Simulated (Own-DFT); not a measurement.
Simulation results for GaN (wurtzite, strained, atoms displaced)

All values are calculated (Own-DFT development build). A calculation, not a measurement: plane-wave PBE density functional theory by an unreviewed code, no spin, of a simulated periodic cell, stress positive in tension, free energy of the whole cell less one offset for each atom, forces on such cells passed a denser k mesh, this cell's mesh not checked; offsets are fitted by least squares, one for each functional and potential file, so energies compare only between cells with the same atoms and settings and are not formation energies; the far tail of each file's local potential was reset to the Coulomb form; each entry is a single point on an unrelaxed cell, so the pressure reflects the starting lattice, mostly measured values (interpolated for alloys), from which strain is counted, and rises with the displacements; printed positions are rounded, which can move forces by about a meV/angstrom; the program, named Own-DFT, is a retired in-house code; no spin-orbit coupling.

### GaN (wurtzite, strained, atoms displaced)

```xyz
96
Lattice="12.7560 0.0000 0.0000 -4.7835 8.2853 0.0000 0.0000 0.0000 10.1626" Properties=species:S:1:pos:R:3 GaN
Ga     0.0399     1.9582    10.0796
Ga     1.7008     0.8614     2.5101
N     -0.0191     1.8102     1.9951
N      1.6351     0.9308     4.4813
Ga     0.0223     1.8102     5.1161
Ga     1.5820     0.8579     7.6613
N     -0.0133     1.7602     6.9950
N      1.6589     0.8111     9.5640
Ga    -1.6091     4.6812    10.1514
Ga    -0.0151     3.7145     2.5691
N     -1.6814     4.6293     1.9676
N     -0.0801     3.6998     4.4081
Ga    -1.6422     4.5570     5.1214
Ga    -0.0924     3.6638     7.6310
N     -1.5309     4.6222     7.0664
N     -0.0065     3.6533     9.5482
Ga    -3.1890     7.3595     0.0648
Ga    -1.6343     6.4773     2.4864
N     -3.1882     7.3058     1.8536
N     -1.6197     6.4857     4.4518
Ga    -3.1824     7.4088     4.9666
Ga    -1.4804     6.4698     7.6652
N     -3.1244     7.2925     6.9323
N     -1.6135     6.5793     9.5550
Ga     3.2299     1.7928    10.1519
Ga     4.7876     0.8682     2.5422
N      3.2090     1.8397     1.8872
N      4.7194     0.9669     4.3551
Ga     3.2171     1.8464     5.1645
Ga     4.6860     0.9131     7.5940
N      3.1559     1.8288     6.8847
N      4.7815     0.9261     9.5244
Ga     1.5575     4.5863    10.1563
Ga     3.2223     3.6956     2.5352
N      1.6104     4.6057     1.9960
N      3.2199     3.7147     4.3875
Ga     1.5065     4.5750     5.0800
Ga     3.0723     3.6241     7.6180
N      1.5968     4.5899     6.9170
N      3.2404     3.7133     9.5137
Ga     0.0067     7.3446     0.0146
Ga     1.5622     6.3799     2.5799
N     -0.0926     7.3442     1.9278
N      1.5611     6.4931     4.3956
Ga    -0.0415     7.4421     5.0910
Ga     1.6148     6.4203     7.6140
N     -0.0812     7.3453     6.9427
N      1.5833     6.4044     9.4608
Ga     6.3428     1.8518    10.1399
Ga     7.9939     0.9326     2.5653
N      6.3959     1.8702     1.9955
N      7.9831     0.9909     4.4381
Ga     6.3954     1.8654     5.0850
Ga     8.0517     0.8433     7.6602
N      6.4750     1.8542     7.0215
N      7.9448     0.8402     9.5568
Ga     4.7401     4.7216    10.1597
Ga     6.4013     3.6126     2.4786
N      4.7864     4.5809     1.8471
N      6.3727     3.7087     4.5557
Ga     4.8589     4.6319     5.1202
Ga     6.3226     3.5961     7.5421
N      4.7761     4.6620     6.9497
N      6.4472     3.6330     9.6153
Ga     3.2317     7.4241    10.0925
Ga     4.8168     6.3884     2.5315
N      3.1135     7.4052     1.9699
N      4.7131     6.4942     4.4272
Ga     3.1399     7.3082     5.0636
Ga     4.7659     6.3608     7.7436
N      3.1473     7.3927     6.9994
N      4.7813     6.4213     9.4819
Ga     9.6255     1.7662     0.0742
Ga    11.1740     1.0103     2.7008
N      9.6364     1.9047     1.9221
N     11.1141     0.8742     4.5070
Ga     9.5292     1.8584     5.0661
Ga    11.1628     0.9252     7.6581
N      9.5091     1.7841     7.0452
N     11.1034     0.9501     9.4856
Ga     7.9288     4.6153    10.1375
Ga     9.5824     3.6924     2.5446
N      8.0100     4.6262     1.9845
N      9.5387     3.6140     4.4730
Ga     7.9788     4.5132     5.0671
Ga     9.6049     3.7256     7.6364
N      7.9341     4.6370     6.9965
N      9.6037     3.6625     9.5603
Ga     6.3877     7.3878     0.0785
Ga     7.9311     6.4563     2.5427
N      6.4419     7.2729     1.9120
N      8.0339     6.4277     4.5137
Ga     6.4001     7.4688     5.1078
Ga     8.0365     6.4684     7.5432
N      6.3981     7.3801     7.0353
N      7.9800     6.4992     9.6667
```

- functional: PBE
- potential files: PseudoDojo norm-conserving, scalar-relativistic, standard set with the stringent files for Ga
- wave cutoff: 96 hartree
- occupations: Gaussian
- smearing width: 0.01 eV
- k mesh: 3 x 4 x 3 centred on Gamma
- stress zz: ?
- pressure: ?

**Q.** What stress zz does the calculation give for GaN (wurtzite, strained, atoms displaced)?
**A.** -18.76 GPa

**Q.** Estimate the pressure of GaN (wurtzite, strained, atoms displaced).
**A.** 11.81 GPa

Further results for GaN (wurtzite, strained, atoms displaced):

- free energy of cell above offsets: -2.173 eV
- stress xx: -7.44 GPa
- stress yy: -9.23 GPa
- stress yz: 0.17 GPa
- stress xz: 0.34 GPa
- stress xy: -0.2 GPa

Force:
```tsv
element	x (eV/Å)	y (eV/Å)	z (eV/Å)
Ga	-0.478	-4.033	2.249
Ga	-1.436	0.727	0.27
N	1.116	0.593	-1.22
N	-0.455	0.74	-0.705
Ga	-0.073	0.325	-1.221
Ga	0.156	-0.797	-1.003
N	0.5	1.24	0.888
N	-0.876	2.581	-0.379
Ga	-0.57	-0.409	0.566
Ga	-0.347	-0.578	-1.479
N	1.986	0.159	-1.079
N	0.304	-0.806	2.073
Ga	-0.064	1.443	-0.655
Ga	2.179	-0.817	-0.484
N	-1.338	0.241	-0.802
N	-0.115	2.5	-0.527
Ga	-0.706	-0.424	-1.749
Ga	-0.092	-1.064	1.449
N	-0.556	0.993	2.751
N	0.613	-1.073	-0.253
Ga	0.202	-0.834	1.42
Ga	-2.641	-0.497	-0.366
N	0.247	0.992	0.741
N	0.768	-1.956	-0.081
Ga	-0.447	0.963	0.046
Ga	0.174	0.768	-1.443
N	0.26	0.104	0.134
N	1.032	-0.144	2.823
Ga	-0.265	0.935	-5.256
Ga	1.825	0.019	-0.002
N	-0.319	0.033	4.986
N	0.313	-0.588	-0.249
Ga	1.097	0.317	0.525
Ga	-0.028	-0.593	-0.49
N	-0.54	-0.661	-1.672
N	-0.435	-0.196	2.058
Ga	1.225	0.51	-1.858
Ga	1.537	0.842	-0.56
N	-1.096	-0.181	1.789
N	-1.22	-0.798	0.28
Ga	0.614	0.532	-0.141
Ga	0.034	1.506	-1.527
N	1.792	0.067	-0.503
N	-0.818	-0.604	2.395
Ga	0.041	-0.703	-1.661
Ga	-0.538	0.34	-1.407
N	2.513	1.147	0.868
N	-0.033	0.224	1.775
Ga	0.746	-0.623	0.725
Ga	0.119	0.087	-0.705
N	-0.348	-2.004	-1.484
N	-0.573	-1.184	0.8
Ga	-0.414	-0.538	-0.288
Ga	-1.345	0.922	-0.21
N	-1.588	-2.008	-0.299
N	0.414	2.566	0.204
Ga	1.076	-2.52	-0.414
Ga	-0.012	2.291	1.152
N	0.268	0.101	1.209
N	0.045	-0.679	-1.849
Ga	-1.642	0.799	-1.662
Ga	0.719	2.133	1.507
N	-0.643	-1.662	1.953
N	-1.853	0.993	-1.553
Ga	-1.096	-2.396	2.032
Ga	-0.788	0.83	0.019
N	1.055	-0.905	-1.356
N	1.613	-0.515	0.612
Ga	0.325	1.222	-0.032
Ga	0.56	1.425	-4.748
N	0.545	-1.485	-0.07
N	0.319	1.691	3.545
Ga	-1.297	1.39	-1.212
Ga	0.021	-1.17	-2.811
N	-0.638	-1.304	1.114
N	0.625	2.366	0.81
Ga	0.112	-1.055	1.445
Ga	-0.92	-0.65	-1.43
N	1.766	1.594	-0.863
N	1.771	-0.677	1.934
Ga	1.453	0.25	0.647
Ga	-0.86	0.214	-0.019
N	-0.728	-0.712	-0.6
N	0.84	1.005	0.067
Ga	0.104	1.74	0.385
Ga	-1.416	-0.799	0.047
N	0.672	-0.916	0.491
N	-0.303	0.263	0.224
Ga	0.247	0.371	-1.747
Ga	1.657	-0.919	0.951
N	-2.27	2.059	1.096
N	-1.444	0.056	-0.777
Ga	-0.395	-3.457	0.554
Ga	-0.727	-0.142	1.134
N	-0.555	-0.341	0.151
N	-0.259	-0.791	-1.994
```
